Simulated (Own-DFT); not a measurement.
Simulation results for Si₃N₄ (beta silicon nitride, atoms displaced)

Computed with Own-DFT development build. A calculation, not a measurement: plane-wave PBE density functional theory by an unreviewed code, no spin, of a simulated periodic cell, stress positive in tension, free energy of the whole cell less one offset for each atom, forces on such cells moved up to 12 meV/angstrom on a denser k mesh; offsets are fitted by least squares, one for each functional and potential file, so energies compare only between cells with the same atoms and settings and are not formation energies; the far tail of each file's local potential was reset to the Coulomb form; each entry is a single point on an unrelaxed cell, so the pressure reflects the starting lattice, mostly measured values (interpolated for alloys), from which strain is counted, and rises with the displacements; printed positions are rounded, which can move forces by about a meV/angstrom; the program, named Own-DFT, is a retired in-house code; no spin-orbit coupling; before rounding, a Quantum ESPRESSO 7.3.1 run of the same cell and cutoff gave forces within 1 meV/angstrom rms on each cell, which checks the program and not the settings.

Settings shared by all entries: functional PBE; potential files PseudoDojo norm-conserving, scalar-relativistic, standard set; wave cutoff 42 hartree; occupations Fermi-Dirac; smearing width 0.1 eV; k mesh 2 x 2 x 4 centred on Gamma.

(1) 
```cif
# cell vector a (Å): 15.2120 0.0000 0.0000
# cell vector b (Å): -7.6060 13.1740 0.0000
# cell vector c (Å): 0.0000 0.0000 5.8180
data_Si3N4
_symmetry_space_group_name_H-M 'P 1'
_symmetry_Int_Tables_number 1
_cell_length_a 15.2120
_cell_length_b 15.2120
_cell_length_c 5.8180
_cell_angle_alpha 90.000
_cell_angle_beta 90.000
_cell_angle_gamma 120.000
_cell_volume 1165.94
loop_
_atom_site_label
_atom_site_type_symbol
_atom_site_fract_x
_atom_site_fract_y
_atom_site_fract_z
_atom_site_occupancy
Si1 Si 0.09317 0.38927 0.12418 1
Si2 Si 0.11370 0.20098 0.11935 1
Si3 Si 0.29609 0.41416 0.13218 1
Si4 Si 0.41177 0.11886 0.36581 1
Si5 Si 0.37630 0.29833 0.38960 1
Si6 Si 0.20355 0.08639 0.36928 1
N1 N 0.16711 0.01426 0.11710 1
N2 N 0.48607 0.15507 0.10997 1
N3 N 0.34561 0.32982 0.12728 1
N4 N 0.33580 0.48556 0.36722 1
N5 N 0.01720 0.35274 0.37556 1
N6 N 0.14241 0.15882 0.37446 1
N7 N 0.16721 0.33379 0.13109 1
N8 N 0.33076 0.16297 0.36428 1
Si7 Si 0.08709 0.38788 0.62640 1
Si8 Si 0.11625 0.20094 0.62766 1
Si9 Si 0.30145 0.41693 0.61657 1
Si10 Si 0.41342 0.11165 0.89299 1
Si11 Si 0.38343 0.29505 0.87001 1
Si12 Si 0.19848 0.07906 0.88783 1
N9 N 0.16692 0.02163 0.62592 1
N10 N 0.48295 0.14340 0.63128 1
N11 N 0.34837 0.33795 0.62686 1
N12 N 0.33155 0.48368 0.87204 1
N13 N 0.01193 0.34876 0.86581 1
N14 N 0.15486 0.16996 0.86686 1
N15 N 0.16508 0.33322 0.62537 1
N16 N 0.33036 0.16888 0.86212 1
Si13 Si 0.08326 0.87676 0.12607 1
Si14 Si 0.12290 0.70455 0.12491 1
Si15 Si 0.30156 0.91680 0.12369 1
Si16 Si 0.40928 0.61648 0.37274 1
Si17 Si 0.38357 0.79710 0.38675 1
Si18 Si 0.19777 0.58634 0.37851 1
N17 N 0.16444 0.51363 0.13730 1
N18 N 0.48845 0.65353 0.12264 1
N19 N 0.34710 0.83928 0.11562 1
N20 N 0.33184 0.98029 0.38029 1
N21 N 0.01126 0.85127 0.38537 1
N22 N 0.14680 0.66306 0.38111 1
N23 N 0.17001 0.82776 0.11172 1
N24 N 0.33099 0.67168 0.38182 1
Si19 Si 0.08496 0.87714 0.61906 1
Si20 Si 0.11280 0.69992 0.62862 1
Si21 Si 0.29519 0.90635 0.62616 1
Si22 Si 0.41565 0.61368 0.86531 1
Si23 Si 0.38048 0.79763 0.86504 1
Si24 Si 0.20071 0.57969 0.88173 1
N25 N 0.17274 0.51854 0.60478 1
N26 N 0.48082 0.65093 0.63921 1
N27 N 0.34772 0.83024 0.63113 1
N28 N 0.32742 0.98242 0.87348 1
N29 N 0.02001 0.85480 0.87889 1
N30 N 0.15819 0.67047 0.87312 1
N31 N 0.16985 0.83354 0.62257 1
N32 N 0.33201 0.66542 0.88525 1
Si25 Si 0.59154 0.38458 0.12556 1
Si26 Si 0.61243 0.19635 0.12092 1
Si27 Si 0.78927 0.40522 0.11846 1
Si28 Si 0.91475 0.11092 0.35565 1
Si29 Si 0.88222 0.29920 0.39534 1
Si30 Si 0.70966 0.08767 0.38042 1
N33 N 0.66722 0.01637 0.13537 1
N34 N 0.97949 0.14464 0.09912 1
N35 N 0.84869 0.33212 0.11700 1
N36 N 0.83042 0.48059 0.37558 1
N37 N 0.51228 0.34458 0.38154 1
N38 N 0.65312 0.17037 0.38615 1
N39 N 0.66876 0.33628 0.13417 1
N40 N 0.83451 0.16580 0.38577 1
Si31 Si 0.59352 0.38759 0.62764 1
Si32 Si 0.61978 0.20269 0.62460 1
Si33 Si 0.79856 0.41165 0.61961 1
Si34 Si 0.91499 0.11666 0.86930 1
Si35 Si 0.88739 0.30178 0.86947 1
Si36 Si 0.70217 0.08781 0.87518 1
N41 N 0.66772 0.01627 0.61911 1
N42 N 0.98457 0.15254 0.61722 1
N43 N 0.85071 0.33532 0.64419 1
N44 N 0.83424 0.48562 0.87839 1
N45 N 0.51218 0.34627 0.88393 1
N46 N 0.65171 0.16624 0.87894 1
N47 N 0.65653 0.33015 0.60755 1
N48 N 0.82705 0.16391 0.87413 1
Si37 Si 0.58370 0.88112 0.13362 1
Si38 Si 0.61942 0.70704 0.13218 1
Si39 Si 0.79653 0.91492 0.11112 1
Si40 Si 0.91560 0.61845 0.37680 1
Si41 Si 0.88866 0.79772 0.36641 1
Si42 Si 0.70210 0.58908 0.38042 1
N49 N 0.66490 0.51876 0.13649 1
N50 N 0.98916 0.65287 0.13090 1
N51 N 0.84293 0.83118 0.13243 1
N52 N 0.83298 0.98165 0.36898 1
N53 N 0.51148 0.84668 0.37274 1
N54 N 0.65120 0.66970 0.38278 1
N55 N 0.66695 0.83365 0.11059 1
N56 N 0.83956 0.67009 0.36743 1
Si43 Si 0.58655 0.88516 0.60177 1
Si44 Si 0.61633 0.70547 0.62061 1
Si45 Si 0.78826 0.90673 0.63554 1
Si46 Si 0.91652 0.61998 0.88145 1
Si47 Si 0.89419 0.80379 0.87339 1
Si48 Si 0.69988 0.58724 0.89433 1
N57 N 0.66398 0.51558 0.62958 1
N58 N 0.98423 0.65698 0.62326 1
N59 N 0.85203 0.83464 0.62439 1
N60 N 0.83420 0.98256 0.86743 1
N61 N 0.51460 0.84740 0.87166 1
N62 N 0.64973 0.66829 0.86906 1
N63 N 0.66517 0.83539 0.61568 1
N64 N 0.83620 0.67000 0.86430 1
_calc_free_energy_of_cell_above_offsets '-9.681'  # eV
_calc_pressure 7.44  # GPa
_calc_stress_xx -7.44  # GPa
_calc_stress_yy -5.65  # GPa
_calc_stress_zz -9.25  # GPa
_calc_stress_yz 0.12  # GPa
_calc_stress_xz -0.73  # GPa
_calc_stress_xy -0.21  # GPa
```

Force:
```tsv
element	x (eV/Å)	y (eV/Å)	z (eV/Å)
Si	-1.903	-3.846	0.499
Si	0.545	0.519	-0.176
Si	1.339	-1.976	-2.866
Si	1.508	-0.974	2.956
Si	4.01	-1.34	-3.518
Si	-0.928	-0.244	0.99
N	-0.501	-3.678	4.192
N	1.331	-0.191	4.641
N	-1.073	1.281	0.065
N	0.003	1.528	1.233
N	-1.365	-0.12	-0.3
N	0.444	0.207	-1.201
N	-0.733	-0.473	-0.247
N	-0.832	2.066	0.197
Si	1.673	-1.277	-1.462
Si	-1.44	1.133	-1.205
Si	-2.832	-1.369	1.592
Si	-3.792	0.262	-6.973
Si	-0.476	0.447	1.833
Si	0.46	4.885	-5.024
N	-0.201	-4.026	-0.628
N	0.421	0.132	-0.803
N	0.41	-0.193	1.148
N	0.342	0.432	0.541
N	2.559	1.939	1.594
N	0.265	-1.343	2.353
N	0.793	0.9	-0.05
N	1.666	-2.617	0.889
Si	2.732	1.456	1.206
Si	-0.918	-1.412	0.096
Si	-2.177	-0.695	0.425
Si	0.579	1.423	-0.169
Si	-1.429	0.636	-3.283
Si	1.393	3.056	-1.697
N	-0.059	1.445	-1.777
N	-0.938	-0.906	0.978
N	3.64	-2.068	1.474
N	0.316	1.795	-0.776
N	3.506	1.157	-2.268
N	-0.124	-0.103	-0.433
N	-2.674	3.176	0.838
N	0.757	-2.617	-0.456
Si	1.112	3.659	1.38
Si	0.561	1.049	0.068
Si	-0.006	2.821	0.067
Si	-3.462	-0.006	5.225
Si	2.992	-1.804	4.513
Si	0.997	2.991	-1.687
N	-0.69	-2.763	5.489
N	2.95	1.278	-5.996
N	-1.575	1.52	-2.403
N	0.703	0.633	0.064
N	0.201	-0.424	-0.995
N	-0.103	-1.93	0.017
N	-1.976	-2.115	-0.245
N	0.367	-0.568	-0.21
Si	-3.702	-0.697	1.326
Si	0.617	2.502	2.019
Si	3.866	3.303	0.478
Si	-1.657	0.488	2.494
Si	1.99	-1.272	-3.828
Si	-1.676	0.809	-0.856
N	-0.682	-1.155	-1.18
N	3.228	1.746	4.192
N	-0.436	0.523	2.357
N	0.802	1.664	-0.891
N	-0.155	0.821	-0.306
N	1.96	-1.583	-3.183
N	-1.664	-3.964	-0.875
N	1.36	1.69	-0.486
Si	-5.475	-0.988	0.002
Si	-3.982	0.049	1.34
Si	-2.661	0.584	1.54
Si	-3.92	-1.194	-4.493
Si	0.28	-3.855	4.073
Si	0.354	-1.554	0.606
N	-0.678	-1.19	1.287
N	0.457	-0.49	-0.466
N	-1.985	1.016	-3.567
N	0.19	-0.129	-0.811
N	1.777	1.641	-0.907
N	-0.224	-0.098	-0.677
N	6.649	-0.377	1.133
N	2.855	1.903	-0.064
Si	0.791	1.077	-3.608
Si	-0.379	-0.713	-1.822
Si	0.298	-0.875	2.377
Si	-0.681	-2.11	-0.799
Si	-4.566	-0.604	1.52
Si	1.358	0.943	1.325
N	-0.082	-1.376	-0.094
N	0.458	0.079	-0.612
N	1.87	0.142	-1.984
N	-0.071	0.096	0.452
N	-0.353	-0.023	-0.266
N	0.983	-0.922	-1.116
N	-0.796	0.84	0.708
N	-1.92	-1.526	0.01
Si	-0.119	0.682	4.775
Si	-1.26	-0.304	1.905
Si	3.795	1.807	-3
Si	-1.491	-1.251	-0.137
Si	-3.951	-2.037	0.225
Si	1.156	1.899	-3.375
N	0.079	1.512	0.762
N	1.358	-0.16	1.249
N	-0.545	0.475	0.023
N	-0.048	1.428	0.069
N	-0.494	0.681	-0.655
N	0.422	-0.513	1.457
N	-1.362	-1.87	-0.309
N	-0.305	-0.317	0.948
```

(2) 
```cif
# cell vector a (Å): 15.2120 0.0000 0.0000
# cell vector b (Å): -7.6060 13.1740 0.0000
# cell vector c (Å): 0.0000 0.0000 5.8180
data_Si3N4
_symmetry_space_group_name_H-M 'P 1'
_symmetry_Int_Tables_number 1
_cell_length_a 15.2120
_cell_length_b 15.2120
_cell_length_c 5.8180
_cell_angle_alpha 90.000
_cell_angle_beta 90.000
_cell_angle_gamma 120.000
_cell_volume 1165.94
loop_
_atom_site_label
_atom_site_type_symbol
_atom_site_fract_x
_atom_site_fract_y
_atom_site_fract_z
_atom_site_occupancy
Si1 Si 0.08284 0.38608 0.11989 1
Si2 Si 0.11755 0.20007 0.13166 1
Si3 Si 0.29670 0.41560 0.12329 1
Si4 Si 0.41387 0.11496 0.38341 1
Si5 Si 0.37765 0.29407 0.35088 1
Si6 Si 0.19745 0.08180 0.37171 1
N1 N 0.16842 0.01905 0.11947 1
N2 N 0.49099 0.15944 0.11815 1
N3 N 0.35092 0.32771 0.11552 1
N4 N 0.33113 0.48559 0.37073 1
N5 N 0.01620 0.34868 0.37764 1
N6 N 0.14688 0.16407 0.37248 1
N7 N 0.16903 0.33419 0.11392 1
N8 N 0.32898 0.16416 0.36801 1
Si7 Si 0.08964 0.38945 0.62341 1
Si8 Si 0.11499 0.20040 0.63116 1
Si9 Si 0.30531 0.41110 0.62551 1
Si10 Si 0.41026 0.11390 0.88101 1
Si11 Si 0.39094 0.30260 0.87855 1
Si12 Si 0.20525 0.08205 0.86279 1
N9 N 0.16371 0.01471 0.60913 1
N10 N 0.48534 0.15109 0.61965 1
N11 N 0.34946 0.33760 0.62625 1
N12 N 0.33464 0.48224 0.87123 1
N13 N 0.01234 0.34637 0.86499 1
N14 N 0.15026 0.16363 0.88876 1
N15 N 0.16290 0.33784 0.62255 1
N16 N 0.33407 0.16366 0.88039 1
Si13 Si 0.08738 0.89298 0.13888 1
Si14 Si 0.11297 0.69548 0.11817 1
Si15 Si 0.30127 0.91643 0.13733 1
Si16 Si 0.41492 0.61297 0.36679 1
Si17 Si 0.38479 0.79850 0.38787 1
Si18 Si 0.20197 0.58714 0.37193 1
N17 N 0.16332 0.50767 0.12075 1
N18 N 0.48564 0.65509 0.11050 1
N19 N 0.34834 0.83009 0.13073 1
N20 N 0.32958 0.98527 0.37640 1
N21 N 0.01158 0.85075 0.37896 1
N22 N 0.14827 0.66039 0.37571 1
N23 N 0.16138 0.83368 0.12941 1
N24 N 0.32952 0.66646 0.36690 1
Si19 Si 0.09137 0.88248 0.63393 1
Si20 Si 0.11552 0.69264 0.61765 1
Si21 Si 0.30607 0.91918 0.62250 1
Si22 Si 0.41880 0.61608 0.86820 1
Si23 Si 0.39050 0.80221 0.88035 1
Si24 Si 0.20991 0.59254 0.87623 1
N25 N 0.16293 0.51143 0.62331 1
N26 N 0.48603 0.64614 0.62599 1
N27 N 0.35401 0.83737 0.62934 1
N28 N 0.32759 0.98445 0.85629 1
N29 N 0.01751 0.84883 0.88582 1
N30 N 0.15158 0.66823 0.87080 1
N31 N 0.16398 0.83193 0.61894 1
N32 N 0.32555 0.66411 0.86911 1
Si25 Si 0.58456 0.37806 0.12754 1
Si26 Si 0.61568 0.20187 0.13212 1
Si27 Si 0.80118 0.41237 0.12535 1
Si28 Si 0.91391 0.11516 0.37121 1
Si29 Si 0.89104 0.30225 0.37611 1
Si30 Si 0.71236 0.09205 0.36186 1
N33 N 0.66903 0.01520 0.12399 1
N34 N 0.98528 0.14914 0.12994 1
N35 N 0.85360 0.33734 0.13364 1
N36 N 0.83292 0.48521 0.38082 1
N37 N 0.51922 0.34997 0.37965 1
N38 N 0.65344 0.17318 0.37723 1
N39 N 0.66176 0.33292 0.11777 1
N40 N 0.83276 0.16571 0.38570 1
Si31 Si 0.59174 0.38549 0.62234 1
Si32 Si 0.61494 0.20433 0.65978 1
Si33 Si 0.80208 0.41390 0.63087 1
Si34 Si 0.91638 0.10809 0.87135 1
Si35 Si 0.88551 0.30017 0.89426 1
Si36 Si 0.70032 0.09113 0.87881 1
N41 N 0.66364 0.01459 0.63317 1
N42 N 0.98387 0.15010 0.63969 1
N43 N 0.85521 0.33650 0.63756 1
N44 N 0.83609 0.48032 0.86794 1
N45 N 0.50895 0.34849 0.86934 1
N46 N 0.65659 0.16908 0.86786 1
N47 N 0.66314 0.32684 0.63295 1
N48 N 0.82962 0.17705 0.87377 1
Si37 Si 0.58495 0.88650 0.14031 1
Si38 Si 0.61139 0.69822 0.11971 1
Si39 Si 0.79241 0.91164 0.12107 1
Si40 Si 0.90694 0.61484 0.38219 1
Si41 Si 0.88587 0.79705 0.37508 1
Si42 Si 0.70273 0.58187 0.37202 1
N49 N 0.66073 0.51288 0.12472 1
N50 N 0.98420 0.65329 0.13223 1
N51 N 0.84656 0.83236 0.12405 1
N52 N 0.83046 0.98639 0.39428 1
N53 N 0.51313 0.84981 0.39094 1
N54 N 0.64469 0.66370 0.37884 1
N55 N 0.66511 0.82828 0.12147 1
N56 N 0.83559 0.66634 0.38182 1
Si43 Si 0.58378 0.88264 0.62540 1
Si44 Si 0.61486 0.69765 0.61201 1
Si45 Si 0.79299 0.91127 0.60705 1
Si46 Si 0.90876 0.60979 0.87589 1
Si47 Si 0.89307 0.80483 0.87903 1
Si48 Si 0.70611 0.58756 0.87874 1
N57 N 0.66921 0.52058 0.62429 1
N58 N 0.98724 0.64807 0.62590 1
N59 N 0.84531 0.82975 0.63553 1
N60 N 0.83188 0.98319 0.86968 1
N61 N 0.51993 0.85235 0.87045 1
N62 N 0.65770 0.66473 0.88072 1
N63 N 0.66768 0.83238 0.62023 1
N64 N 0.82881 0.66292 0.86865 1
_calc_free_energy_of_cell_above_offsets '-6.808'  # eV
_calc_pressure 8.68  # GPa
_calc_stress_xx -9.29  # GPa
_calc_stress_yy -7.19  # GPa
_calc_stress_zz -9.56  # GPa
_calc_stress_yz 0.3  # GPa
_calc_stress_xz -0.01  # GPa
_calc_stress_xy -1.35  # GPa
```

Force:
```tsv
element	x (eV/Å)	y (eV/Å)	z (eV/Å)
Si	2.051	-3.355	-0.571
Si	-2.007	2.598	-1.412
Si	-0.164	-1.932	-0.581
Si	-1.265	1.971	-2.14
Si	3.634	-0.81	5.946
Si	0.468	3.297	-1.223
N	-0.365	-1.107	-0.086
N	-2.431	-2.829	0.895
N	-4.57	3.48	-0.413
N	1.401	-0.184	0.423
N	0.273	0.558	-1.123
N	1.505	-1.084	2.544
N	-0.956	-1.119	0.625
N	0.951	-0.141	0.504
Si	-0.83	-2.859	0.494
Si	-0.711	2.398	0.549
Si	-7.074	1.832	-0.608
Si	1.014	1.126	-1.315
Si	-3.134	-4.178	-3.242
Si	-1.063	2.451	0.658
N	-0.038	-1.541	2.573
N	0.084	-0.736	2.543
N	4.603	-3.576	-1.326
N	0.869	2.135	0.421
N	0.633	1.082	1.757
N	1.185	-1.127	-2.712
N	4.537	-2.151	-0.073
N	-1.181	1.501	-0.643
Si	1.636	-3.157	-0.761
Si	-2.134	3.35	1.327
Si	-2.718	-3.384	-3.344
Si	-2.068	1.112	0.472
Si	-0.126	-1.905	-1.548
Si	1.115	-2.588	0.094
N	-0.078	5.058	0.097
N	-0.561	-0.751	1.984
N	-0.521	1.968	0.133
N	1.298	1.685	-0.19
N	1.721	1.425	0.939
N	0.118	0.051	-2.196
N	2.517	0.206	0.109
N	2.556	0.431	0.402
Si	-2.128	-0.58	-0.88
Si	-3.136	3.676	0.989
Si	-2.706	-4.512	-0.689
Si	-3.864	-1.583	-0.196
Si	-0.636	-2.031	-0.137
Si	-5.112	-5.707	-0.437
N	0.002	4.88	0.289
N	-0.587	0.098	-1.861
N	-0.607	0.762	0.72
N	1.159	1.336	4.838
N	0.518	1.306	-0.668
N	1.808	-1.583	0.617
N	4.121	-0.918	-0.012
N	7.599	4.98	-0.073
Si	-1.843	1.794	-0.859
Si	1.176	1.669	-0.215
Si	-2.744	-0.059	0.67
Si	-0.784	0.644	2.121
Si	-1.375	-2.07	2.684
Si	-4.345	-1.46	3.166
N	-0.733	-0.136	0.184
N	0.259	-0.447	-0.77
N	-0.682	0.831	0.969
N	0.031	-1.045	-0.828
N	-2.708	-1.041	-0.638
N	1.636	-1.758	1.095
N	4.363	-0.148	0.014
N	3.132	2.876	-0.663
Si	-0.894	0.071	0.858
Si	-0.863	-0.72	-6.934
Si	-0.716	-3.09	-2.208
Si	-3.8	1.868	2.546
Si	0.798	0.116	-3.218
Si	3.991	-1.613	-1.614
N	-0.175	0.466	-1.523
N	1.459	0.164	-3.673
N	-0.889	1.022	-1.661
N	-0.193	1.245	2.935
N	5.856	2.764	0.187
N	-1.912	0.2	4.953
N	0.675	4.302	0.085
N	2.594	-4.909	0.771
Si	2.316	-0.901	-1.703
Si	2.812	1.154	-0.187
Si	0.846	-0.111	0.396
Si	3.817	0.384	-0.337
Si	-2.268	-0.381	0.883
Si	-0.805	2.227	-0.238
N	0.427	-0.687	-0.265
N	-0.448	-1.688	-0.806
N	0.377	0.707	0.865
N	0.528	1.324	-5.714
N	-0.362	-0.293	-2.571
N	2.665	-2.208	-3.712
N	-2.202	1.239	0.447
N	-3.176	0.468	-0.553
Si	3.993	2.366	0.771
Si	0.481	2.691	4.695
Si	1.362	-2.283	5.173
Si	0.386	2.566	0.186
Si	-2.393	-2.924	-0.319
Si	-0.954	-1.208	0.006
N	-0.061	-3.097	0.673
N	-1.446	-1	0.284
N	0.19	0.938	-1.88
N	0.136	-0.836	0.423
N	-1.907	-0.998	3.131
N	-3.76	0.978	-1.013
N	-2.25	-1.606	-0.158
N	3.772	2.317	0.611
```
